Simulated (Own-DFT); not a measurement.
# Computed records: SiC (2H silicon carbide, atoms displaced), GaP (zincblende, atoms displaced), SiC (4H silicon carbide, atoms displaced)

A calculation, not a measurement: plane-wave PBE density functional theory by an unreviewed code, no spin, of a simulated periodic cell, stress positive in tension, free energy of the whole cell less one offset for each atom, forces on such cells passed a denser k mesh, this cell's mesh not checked; offsets are fitted by least squares, one for each functional and potential file, so energies compare only between cells with the same atoms and settings and are not formation energies; the far tail of each file's local potential was reset to the Coulomb form; each entry is a single point on an unrelaxed cell, so the pressure reflects the starting lattice, mostly measured values (interpolated for alloys), from which strain is counted, and rises with the displacements; printed positions are rounded, which can move forces by about a meV/angstrom; the program, named Own-DFT, is a retired in-house code; no spin-orbit coupling. Program: Own-DFT development build.

Settings shared by all entries: functional PBE; potential files PseudoDojo norm-conserving, scalar-relativistic, standard set; wave cutoff 42 hartree; occupations Fermi-Dirac; smearing width 0.1 eV.

(1) SiC (2H silicon carbide, atoms displaced)

```
CELL_PARAMETERS angstrom
6.16540 0.00000 0.00000
-3.08270 5.33940 0.00000
0.00000 0.00000 10.06810
ATOMIC_POSITIONS crystal
Si 0.01031 0.99633 0.99811
Si 0.14236 0.31496 0.24416
C 0.03501 0.99288 0.17718
C 0.16560 0.31906 0.41643
Si 0.01742 0.99875 0.49502
Si 0.19989 0.35264 0.75092
C 0.03124 0.00120 0.68945
C 0.18187 0.35083 0.93674
Si 0.02139 0.50069 0.00438
Si 0.15920 0.84785 0.24087
C 0.02196 0.52099 0.17580
C 0.17775 0.83551 0.44385
Si 0.97749 0.47045 0.50125
Si 0.15568 0.84249 0.73836
C 0.98266 0.48833 0.69077
C 0.17552 0.82579 0.93837
Si 0.49827 0.02689 0.99625
Si 0.65610 0.33946 0.24830
C 0.50421 0.98105 0.18377
C 0.65311 0.32730 0.43527
Si 0.50062 0.00069 0.50587
Si 0.65139 0.34371 0.75422
C 0.48660 0.99669 0.68253
C 0.67685 0.32597 0.94347
Si 0.50340 0.51817 0.02294
Si 0.68461 0.83427 0.26295
C 0.50483 0.50558 0.19718
C 0.63451 0.82185 0.43376
Si 0.53180 0.53641 0.49819
Si 0.68888 0.82903 0.76478
C 0.54118 0.48140 0.66876
C 0.65415 0.82940 0.94016
```

| Quantity | Value |
| --- | --- |
| hardware | one NVIDIA H100 |
| k mesh | 5 x 5 x 3 centred on Gamma |
| free energy of cell above offsets | 5.506 eV |
| pressure | 11.56 GPa |
| stress xx | -9.91 GPa |
| stress yy | -8.16 GPa |
| stress zz | -16.61 GPa |
| stress yz | 5.86 GPa |
| stress xz | -5.29 GPa |
| stress xy | 7.71 GPa |
| wall time | 116.3 s |

Force:
| element | x (eV/Å) | y (eV/Å) | z (eV/Å) |
| --- | --- | --- | --- |
| Si | -0.7 | -0.005 | -1.954 |
| Si | 1.29 | 2.318 | -1.464 |
| C | -9.2 | 4.359 | -1.026 |
| C | -0.902 | 0.468 | 5.291 |
| Si | -1.153 | 0.651 | 0.751 |
| Si | -1.527 | -0.724 | -1.099 |
| C | -8.22 | 4.686 | -2.152 |
| C | 1.95 | -1.931 | 0.707 |
| Si | -2.424 | 0.471 | -3.008 |
| Si | 9.797 | -4.838 | 4.759 |
| C | -1.441 | -2.187 | 3.816 |
| C | -1.299 | -2.193 | -2.108 |
| Si | 1.362 | 1.785 | -0.771 |
| Si | 7.709 | -5.351 | 3.727 |
| C | 2.156 | 0.367 | -0.372 |
| C | -1.742 | 1.105 | -1.702 |
| Si | 1.852 | -4.693 | 1.592 |
| Si | 3.122 | -2.135 | -0.086 |
| C | -0.553 | 2.472 | 0.714 |
| C | 0.788 | 0.854 | -0.541 |
| Si | -1.034 | 0.618 | -1.239 |
| Si | 8.147 | -5.696 | 3.613 |
| C | 2.361 | -0.166 | 2.629 |
| C | -1.484 | 4.744 | -1.21 |
| Si | 1.134 | -0.998 | -3.943 |
| Si | -1.778 | 0.202 | -4.11 |
| C | -1.241 | 0.157 | 0.552 |
| C | 2.743 | 4.307 | 1.422 |
| Si | -0.637 | -6.366 | -1.264 |
| Si | -1.551 | 0.8 | -3.618 |
| C | -9.064 | 5.817 | 0.484 |
| C | 1.539 | 1.1 | 1.609 |

(2) GaP (zincblende, atoms displaced)

```
CELL_PARAMETERS angstrom
10.90100 0.00000 0.00000
0.00000 10.90100 0.00000
0.00000 0.00000 10.90100
ATOMIC_POSITIONS crystal
Ga 0.00704 0.99142 0.99160
Ga 0.99474 0.24681 0.25516
Ga 0.24733 0.99172 0.24707
Ga 0.23408 0.24978 0.99725
P 0.13377 0.12781 0.14694
P 0.13554 0.38610 0.37237
P 0.37231 0.13205 0.37992
P 0.37996 0.37153 0.12860
Ga 0.00302 0.99599 0.51557
Ga 0.00405 0.23474 0.74508
Ga 0.25144 0.01025 0.75376
Ga 0.26132 0.25403 0.51583
P 0.11087 0.11114 0.62484
P 0.11991 0.37169 0.87591
P 0.37324 0.13580 0.85539
P 0.36925 0.36695 0.61271
Ga 0.98121 0.49959 0.98929
Ga 0.00598 0.74498 0.26937
Ga 0.23382 0.51400 0.25078
Ga 0.25614 0.75637 0.00152
P 0.12750 0.62882 0.14264
P 0.13245 0.87567 0.36663
P 0.38559 0.61230 0.37132
P 0.37067 0.86157 0.12600
Ga 0.99018 0.49349 0.50320
Ga 0.00592 0.75880 0.75377
Ga 0.25143 0.48745 0.74570
Ga 0.25866 0.74562 0.51705
P 0.12378 0.62427 0.61294
P 0.11516 0.87563 0.88736
P 0.37744 0.61170 0.88460
P 0.37796 0.88357 0.62429
Ga 0.49351 0.99788 0.98964
Ga 0.49564 0.25198 0.24938
Ga 0.75255 0.00294 0.25266
Ga 0.74826 0.24613 0.00161
P 0.62407 0.12174 0.13699
P 0.63268 0.38208 0.36076
P 0.86304 0.11655 0.37728
P 0.88484 0.37604 0.13602
Ga 0.50172 0.98510 0.51122
Ga 0.49406 0.25021 0.75750
Ga 0.75903 0.98698 0.74301
Ga 0.74773 0.23957 0.49164
P 0.63349 0.12512 0.62130
P 0.63293 0.37373 0.87466
P 0.88912 0.10139 0.87067
P 0.87192 0.37231 0.62730
Ga 0.51195 0.49914 0.98309
Ga 0.50661 0.76580 0.22711
Ga 0.75321 0.49588 0.24536
Ga 0.76545 0.76497 0.00316
P 0.61115 0.64501 0.14298
P 0.63880 0.86908 0.36270
P 0.85725 0.62262 0.38966
P 0.88783 0.87953 0.12209
Ga 0.50155 0.48488 0.48989
Ga 0.49413 0.73664 0.74006
Ga 0.74716 0.49666 0.76403
Ga 0.74470 0.75371 0.49385
P 0.64425 0.62609 0.61608
P 0.62004 0.87389 0.87089
P 0.86638 0.63209 0.87577
P 0.87591 0.87032 0.63175
```

| Item | Value |
| --- | --- |
| k mesh | 3 x 3 x 3 centred on Gamma |
| free energy of cell above offsets | -23.677 eV |
| pressure | 5.4 GPa |
| stress xx | -5.51 GPa |
| stress yy | -5.89 GPa |
| stress zz | -4.8 GPa |
| stress yz | -0.16 GPa |
| stress xz | 0.19 GPa |
| stress xy | 0.4 GPa |

Force:
| element | x (eV/Å) | y (eV/Å) | z (eV/Å) |
| --- | --- | --- | --- |
| Ga | -0.7 | 2.375 | 3.581 |
| Ga | 0.869 | -0.079 | 1.354 |
| Ga | 1.619 | 0.757 | 0.52 |
| Ga | 1.67 | -0.097 | 1.252 |
| P | -1.22 | -0.064 | -2.577 |
| P | -1.749 | -1.957 | 1.602 |
| P | 0.498 | -1.585 | 0.085 |
| P | -1.155 | 1.151 | -1.585 |
| Ga | -1.595 | -1.806 | -3.188 |
| Ga | -1.129 | 1.383 | 0.793 |
| Ga | -1.06 | -1.51 | -0.708 |
| Ga | -4.102 | -3.327 | -3.549 |
| P | 3.548 | 2.211 | 0.64 |
| P | -0.749 | 0.333 | -0.863 |
| P | -1.319 | -1.263 | 3.655 |
| P | 3.674 | 2.947 | 3.733 |
| Ga | 1.497 | 0.176 | 1.128 |
| Ga | -1.483 | -0.175 | -0.512 |
| Ga | 3.544 | -1.816 | 0.862 |
| Ga | -1.466 | -1.97 | -0.527 |
| P | -2.06 | 1.45 | -3.83 |
| P | -0.534 | -0.4 | 2.917 |
| P | -0.728 | 1.965 | 0.084 |
| P | -0.296 | 3.476 | -0.786 |
| Ga | 0.565 | 0.212 | -0.735 |
| Ga | -0.051 | -1.648 | -0.564 |
| Ga | -0.421 | 0.988 | 0.162 |
| Ga | 0.527 | 0.113 | -2.368 |
| P | -0.459 | -0.321 | 2.123 |
| P | 3.917 | -1.611 | -2.274 |
| P | -1.343 | 1.248 | -1.962 |
| P | -1.486 | -1.689 | 1.96 |
| Ga | 0.184 | 0.457 | 0.691 |
| Ga | 0.443 | -0.224 | 0.613 |
| Ga | 0.279 | -0.913 | -1.406 |
| Ga | 1.04 | -0.849 | 0.592 |
| P | -0.666 | 0.079 | -1.644 |
| P | -0.738 | -2.149 | 1.288 |
| P | 2.65 | 0.326 | 0.509 |
| P | -1.018 | -0.208 | -1.814 |
| Ga | 1.732 | 2.183 | -2.521 |
| Ga | 2.297 | 1.403 | -2.557 |
| Ga | -1.71 | 1.383 | 1.106 |
| Ga | -0.326 | 1.917 | 0.21 |
| P | -1.039 | -0.594 | 1.155 |
| P | -0.786 | -1.327 | 0.121 |
| P | -1.804 | 2.252 | -0.036 |
| P | -0.165 | -0.894 | 0.53 |
| Ga | -0.121 | -0.047 | 3.262 |
| Ga | -2.09 | 1.464 | 5.023 |
| Ga | -0.21 | 2.011 | -0.21 |
| Ga | -2.171 | -0.431 | 0.353 |
| P | 5.096 | -5.312 | -4.897 |
| P | -2.062 | 0.929 | 0.755 |
| P | 2.14 | -0.638 | -1.621 |
| P | -0.045 | -0.057 | 1.72 |
| Ga | 0.764 | 0.975 | 0.381 |
| Ga | 0.685 | 0.131 | 0.445 |
| Ga | 1.035 | 0.896 | -2.116 |
| Ga | 0.738 | 0.763 | 0.803 |
| P | -2.529 | -1.476 | 1.318 |
| P | 0.464 | -0.495 | -0.302 |
| P | 0.663 | 0.034 | -0.403 |
| P | 0.449 | -1.056 | -1.773 |

(3) SiC (4H silicon carbide, atoms displaced)

```
CELL_PARAMETERS angstrom
12.33080 0.00000 0.00000
-6.16540 10.67880 0.00000
0.00000 0.00000 10.06810
ATOMIC_POSITIONS crystal
Si 0.00056 0.00009 0.40671
Si 0.08080 0.16788 0.15739
C 0.00137 0.99824 0.09278
C 0.07808 0.16566 0.33994
Si 0.99609 0.24572 0.40932
Si 0.08091 0.41747 0.15989
C 0.00225 0.25335 0.09214
C 0.07914 0.41430 0.34559
Si 0.00423 0.50355 0.40308
Si 0.08210 0.66983 0.15557
C 0.00050 0.50345 0.09473
C 0.08588 0.66904 0.34484
Si 0.99804 0.75100 0.40802
Si 0.08380 0.91443 0.15245
C 0.00152 0.75635 0.09383
C 0.08711 0.91722 0.34407
Si 0.24882 0.00255 0.40298
Si 0.33120 0.16738 0.15099
C 0.24811 0.99576 0.09413
C 0.33178 0.16552 0.34185
Si 0.25246 0.24924 0.39953
Si 0.33316 0.41640 0.15302
C 0.24930 0.25092 0.09341
C 0.33594 0.41779 0.34466
Si 0.25287 0.50283 0.40607
Si 0.33268 0.66920 0.15809
C 0.24618 0.49272 0.09455
C 0.33834 0.66940 0.34798
Si 0.25325 0.75506 0.40499
Si 0.33551 0.91846 0.15291
C 0.25035 0.74923 0.10069
C 0.33099 0.91829 0.34765
Si 0.50404 0.00249 0.40839
Si 0.58070 0.16500 0.15580
C 0.50616 0.00509 0.09488
C 0.58121 0.16583 0.34087
Si 0.49846 0.25087 0.40964
Si 0.58585 0.42244 0.15478
C 0.50032 0.24833 0.09825
C 0.58318 0.41607 0.34699
Si 0.50114 0.50083 0.40557
Si 0.59001 0.66920 0.15480
C 0.50286 0.50044 0.09410
C 0.58494 0.66575 0.34245
Si 0.50065 0.74785 0.40255
Si 0.58338 0.91506 0.15257
C 0.50107 0.75243 0.09394
C 0.58439 0.91974 0.33994
Si 0.75069 0.00192 0.40478
Si 0.83031 0.16625 0.15612
C 0.75180 0.00260 0.09376
C 0.83221 0.16793 0.34105
Si 0.75082 0.25454 0.40436
Si 0.83099 0.41639 0.15681
C 0.74822 0.25146 0.09149
C 0.83604 0.41723 0.34996
Si 0.74701 0.50022 0.40422
Si 0.82861 0.66608 0.15899
C 0.75692 0.50544 0.09214
C 0.83030 0.66647 0.34487
Si 0.75226 0.75183 0.40644
Si 0.83300 0.91240 0.15522
C 0.74976 0.75150 0.09390
C 0.83111 0.91861 0.34309
Si 0.99939 0.99448 0.90945
Si 0.91069 0.83260 0.65907
C 0.00044 0.00004 0.59270
C 0.92184 0.83315 0.84535
Si 0.99690 0.74863 0.90652
Si 0.91374 0.58304 0.65592
C 0.00016 0.75090 0.59249
C 0.91332 0.58335 0.84216
Si 0.99881 0.50101 0.91228
Si 0.91422 0.33203 0.65810
C 0.99824 0.49642 0.59197
C 0.91215 0.33388 0.84274
Si 0.99780 0.24732 0.90514
Si 0.91737 0.08307 0.65686
C 0.99935 0.24836 0.58975
C 0.91301 0.08006 0.84326
Si 0.75545 0.00092 0.90828
Si 0.66608 0.82987 0.65342
C 0.75061 0.00211 0.58842
C 0.66538 0.83261 0.84481
Si 0.75519 0.75080 0.91172
Si 0.66429 0.58383 0.66306
C 0.74702 0.74795 0.59272
C 0.66339 0.58114 0.84149
Si 0.74637 0.49925 0.91033
Si 0.67036 0.33472 0.65181
C 0.74954 0.49883 0.58817
C 0.66214 0.33472 0.84357
Si 0.74554 0.24821 0.90618
Si 0.66189 0.08222 0.66293
C 0.74943 0.24996 0.59287
C 0.66430 0.08242 0.84587
Si 0.49628 0.00044 0.90129
Si 0.41297 0.82852 0.66095
C 0.49712 0.00149 0.60061
C 0.41482 0.83101 0.84170
Si 0.49945 0.74949 0.90080
Si 0.41720 0.58245 0.65458
C 0.49498 0.74297 0.59554
C 0.41613 0.58058 0.84145
Si 0.49824 0.49480 0.90941
Si 0.41391 0.33428 0.65553
C 0.50529 0.50417 0.59179
C 0.41551 0.32888 0.84216
Si 0.49674 0.25199 0.90964
Si 0.41845 0.09221 0.64990
C 0.49672 0.24649 0.59692
C 0.41906 0.08838 0.84554
Si 0.24564 0.99748 0.90314
Si 0.16625 0.83440 0.66223
C 0.24852 0.00267 0.59402
C 0.16343 0.83389 0.84663
Si 0.25135 0.74746 0.90420
Si 0.16416 0.58378 0.65486
C 0.24714 0.74917 0.59337
C 0.17033 0.58447 0.84443
Si 0.24327 0.49630 0.90687
Si 0.16909 0.33255 0.65644
C 0.25346 0.49971 0.59462
C 0.16253 0.33160 0.84321
Si 0.25246 0.25458 0.90622
Si 0.16635 0.08903 0.65574
C 0.24872 0.24878 0.59348
C 0.16886 0.08508 0.84225
```

| Item | Value |
| --- | --- |
| hardware | one NVIDIA H200 |
| k mesh | 3 x 3 x 3 centred on Gamma |
| free energy of cell above offsets | -19.187 eV |
| pressure | 3.65 GPa |
| stress xx | -2.67 GPa |
| stress yy | -3.69 GPa |
| stress zz | -4.58 GPa |
| stress yz | 0.08 GPa |
| stress xz | -0.19 GPa |
| stress xy | 0.15 GPa |
| wall time | 519.2 s |

Force:
| element | x (eV/Å) | y (eV/Å) | z (eV/Å) |
| --- | --- | --- | --- |
| Si | -0.053 | -0.194 | -0.598 |
| Si | 0.252 | -0.337 | -0.895 |
| C | -0.509 | 0.248 | 0.467 |
| C | 1.222 | 0.153 | 1.062 |
| Si | -0.226 | 0.857 | -1.22 |
| Si | 0.419 | -0.253 | -0.357 |
| C | -0.912 | -0.683 | 0.091 |
| C | 1.149 | 0.385 | 0.074 |
| Si | -0.454 | -0.381 | 0.956 |
| Si | 0.278 | 0.023 | 0.593 |
| C | -0.199 | -0.359 | 0.524 |
| C | -0.544 | 0.04 | -0.296 |
| Si | 0.891 | -0.002 | -0.35 |
| Si | -0.154 | 1.286 | 1.401 |
| C | -0.46 | -2.258 | -0.263 |
| C | -1.635 | -0.329 | -0.534 |
| Si | 0.689 | -0.52 | 1.203 |
| Si | 0.643 | -0.638 | 0.816 |
| C | -0.054 | 1.099 | -0.838 |
| C | 0.264 | 0.553 | -0.331 |
| Si | -1.377 | 0.155 | 0.852 |
| Si | 0.285 | 0.115 | 1.031 |
| C | -0.02 | -0.137 | -0.2 |
| C | -0.302 | -0.104 | -0.527 |
| Si | -0.44 | -0.824 | 0.214 |
| Si | 1.142 | -1.107 | 0.05 |
| C | -0.431 | 1.796 | -0.001 |
| C | -1.225 | -0.426 | -0.876 |
| Si | -0.161 | -0.57 | 0.505 |
| Si | 0.358 | 0.033 | 1.215 |
| C | -0.442 | 0.416 | -1.766 |
| C | 1.14 | 0.645 | -0.895 |
| Si | -0.986 | -0.523 | 0.121 |
| Si | 0.582 | 0.739 | 0.217 |
| C | -0.927 | -1.666 | -1.156 |
| C | 0.139 | 0.81 | 1.059 |
| Si | 0.355 | -0.612 | -0.814 |
| Si | 0.874 | -1.698 | 0.899 |
| C | -0.917 | 1.241 | -0.868 |
| C | -0.304 | 0.166 | -0.904 |
| Si | 0.205 | 0.013 | 0.094 |
| Si | -2.276 | -0.462 | 0.272 |
| C | -0.675 | 0.37 | -0.182 |
| C | 0.193 | 0.318 | -0.041 |
| Si | 0.298 | 1.188 | 0.837 |
| Si | -0.066 | 1.027 | 0.408 |
| C | 0.226 | -1.083 | -0.672 |
| C | 0.332 | -0.904 | 0.739 |
| Si | -0.7 | 0.132 | -0.326 |
| Si | 0.598 | 0.702 | -0.329 |
| C | 0.495 | -0.933 | -0.048 |
| C | -0.115 | 0.028 | 0.588 |
| Si | 0.11 | -1.452 | 0.343 |
| Si | 0.853 | 0.027 | 0.517 |
| C | 0.052 | -0.111 | 0.518 |
| C | -0.988 | 0.967 | -1.611 |
| Si | 0.948 | -0.112 | 0.422 |
| Si | 1.527 | 0.966 | -0.191 |
| C | -1.435 | -0.704 | 0.841 |
| C | 0.536 | 0.177 | -0.198 |
| Si | -0.799 | -0.021 | -0.013 |
| Si | -0.412 | 2.012 | 0.462 |
| C | 0.875 | -0.529 | -0.032 |
| C | 1.151 | -0.621 | 0.08 |
| Si | -0.059 | 1.823 | -0.893 |
| Si | 1.542 | 0.178 | -0.877 |
| C | -0.477 | -0.075 | 0.459 |
| C | -1.798 | -0.239 | -0.149 |
| Si | 1.073 | -0.427 | 0.167 |
| Si | 0.694 | -0.117 | -0.633 |
| C | -0.696 | -0.065 | 0.873 |
| C | 0.292 | -0.132 | 0.866 |
| Si | 0.032 | -0.031 | -1.722 |
| Si | 0.413 | 0.084 | -0.832 |
| C | -0.227 | 0.778 | 0.318 |
| C | 0.833 | -0.188 | 0.846 |
| Si | -0.622 | 0.337 | 0.047 |
| Si | -0.543 | -0.148 | -0.691 |
| C | 0.085 | 0.235 | 1.725 |
| C | 1.504 | 0.398 | 0.158 |
| Si | -2.085 | -0.641 | -0.334 |
| Si | -1.03 | 1.025 | 0.373 |
| C | -0.308 | -0.623 | 1.389 |
| C | 1.152 | 0.221 | -0.121 |
| Si | -1.354 | -0.304 | -1.835 |
| Si | 1.144 | -0.41 | -2.167 |
| C | 0.484 | 0.048 | 0.364 |
| C | 0.443 | 0.615 | 2.231 |
| Si | 0.643 | 0.014 | -1.723 |
| Si | -1.085 | -0.132 | 0.905 |
| C | -0.674 | 0.62 | 1.145 |
| C | 0.667 | -0.118 | 0.143 |
| Si | -0.24 | 0.504 | -0.347 |
| Si | 0.911 | 0.199 | -1.456 |
| C | 0.039 | -0.516 | 0.08 |
| C | 0.657 | -0.184 | 0.414 |
| Si | 0.616 | 0.148 | 0.934 |
| Si | -0.155 | 0.714 | -1.788 |
| C | 0.509 | -0.642 | -0.989 |
| C | -0.007 | 0.471 | 1.073 |
| Si | 0.225 | -0.537 | 1.045 |
| Si | 0.094 | -0.673 | 0.48 |
| C | 0.398 | 1.839 | -0.79 |
| C | -0.317 | -0.356 | 0.972 |
| Si | -0.591 | 0.929 | -1.163 |
| Si | 0.905 | 0.12 | -0.302 |
| C | -0.888 | -1.145 | 0.356 |
| C | -0.988 | 1.305 | 0.399 |
| Si | 1.398 | -0.823 | -0.123 |
| Si | -0.259 | -3.416 | 2.142 |
| C | 0.156 | 3.235 | -1.396 |
| C | -0.876 | -0.932 | -0.592 |
| Si | 1.062 | 1.174 | 0.47 |
| Si | -0.196 | 0.325 | -1.536 |
| C | 0.106 | 0.051 | -0.107 |
| C | 0.967 | -0.97 | 0.096 |
| Si | -0.909 | 0.588 | 1.043 |
| Si | 0.662 | -0.599 | -0.033 |
| C | 0.165 | 0.292 | 0.342 |
| C | -1.548 | -0.525 | -0.028 |
| Si | 1.484 | 0.45 | -0.134 |
| Si | -1.154 | 0.315 | -0.578 |
| C | -1.013 | -0.139 | -0.277 |
| C | 0.534 | -0.027 | -0.061 |
| Si | -0.622 | -1.261 | -0.161 |
| Si | 0.814 | -1.734 | 0.121 |
| C | 0.147 | 0.892 | -0.916 |
| C | -1.02 | 0.072 | 0.64 |
